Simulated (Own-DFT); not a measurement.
# Response to strain: wurtzite AlGaN with randomly placed atoms, 72 atoms (Al27Ga9N36)

All numbers below are calculated, not measured. They come from Own-DFT, an in-house plane-wave density functional program, since retired, whose code no person has reviewed. Each row is one single-point run on a periodic cell that was not relaxed, without spin or spin-orbit coupling.

Settings of every run: PBE; PseudoDojo norm-conserving scalar-relativistic files (stringent for Ga); cutoff 96 hartree; 4 x 4 x 3 k mesh centred on Gamma; Gaussian smearing of 0.01 eV.

Known limits: forces on such cells passed a denser k mesh, each cell not checked; stress not checked against mesh or cutoff.

Unstrained cell vectors in Å: (9.394, 0.000, 0.000); (-4.697, 8.135, 0.000); (0.000, 0.000, 10.066). The unstrained cell has measured lattice constants (interpolated for alloys), not those of this functional. That, the random moves and any unrelaxed bonds set the pressure at no strain. Each run strains this cell uniformly, with the atoms carried along. Every atom was also moved at random, by a Gaussian of width 0.05 Å on each axis. The random placing of the alloy's atoms differs from row to row. Strain is the symmetric tensor, in per cent. Stress is positive in tension, and the pressure is minus a third of its trace.

```
run  e_xx (%)  e_yy (%)  e_zz (%)  s_xx (GPa)  s_yy (GPa)  s_zz (GPa)  P (GPa)  E (meV/atom)
  1     -0.75     -0.75      0.00      -12.97      -10.49       -6.85    10.10          33.2
  2      1.75      1.75      0.00        1.86        3.68       -3.11    -0.81           0.0
  3     -2.50     -2.50      0.00      -23.19      -23.62       -9.95    18.92          78.8
  4     -2.75     -2.75      0.00      -26.38      -21.10      -11.07    19.52          56.7
  5      3.00      3.00      0.00        8.70        9.56       -5.01    -4.42          26.0
  6      1.00      1.00      0.00       -0.24       -1.45       -5.37     2.35          11.1
  7      2.00      2.00      0.00        5.26        2.81       -3.48    -1.53          10.4
  8      2.75      2.75      0.00        8.10        7.60       -3.12    -4.19           6.8
  9     -1.50     -1.50      0.00           ?           ?           ?        ?             ?
```

E is the free energy for each atom above the lowest run shown.

## Worked fit

The change of volume is close to e_xx + e_yy + e_zz. A straight line through the runs shown gives P = 7.53 - 216 x (fractional change of volume) GPa, with an error of 7 on the slope and a scatter of 0.81 GPa. The strain isn't the same on all axes and the cell isn't cubic, so the slope belongs to this path and is not the bulk modulus.

## Withheld run

Question: what pressure should run 9 give? Its volume changes by -2.98 %.

The line gives 14.0 GPa. The calculation gave 12.70 GPa.
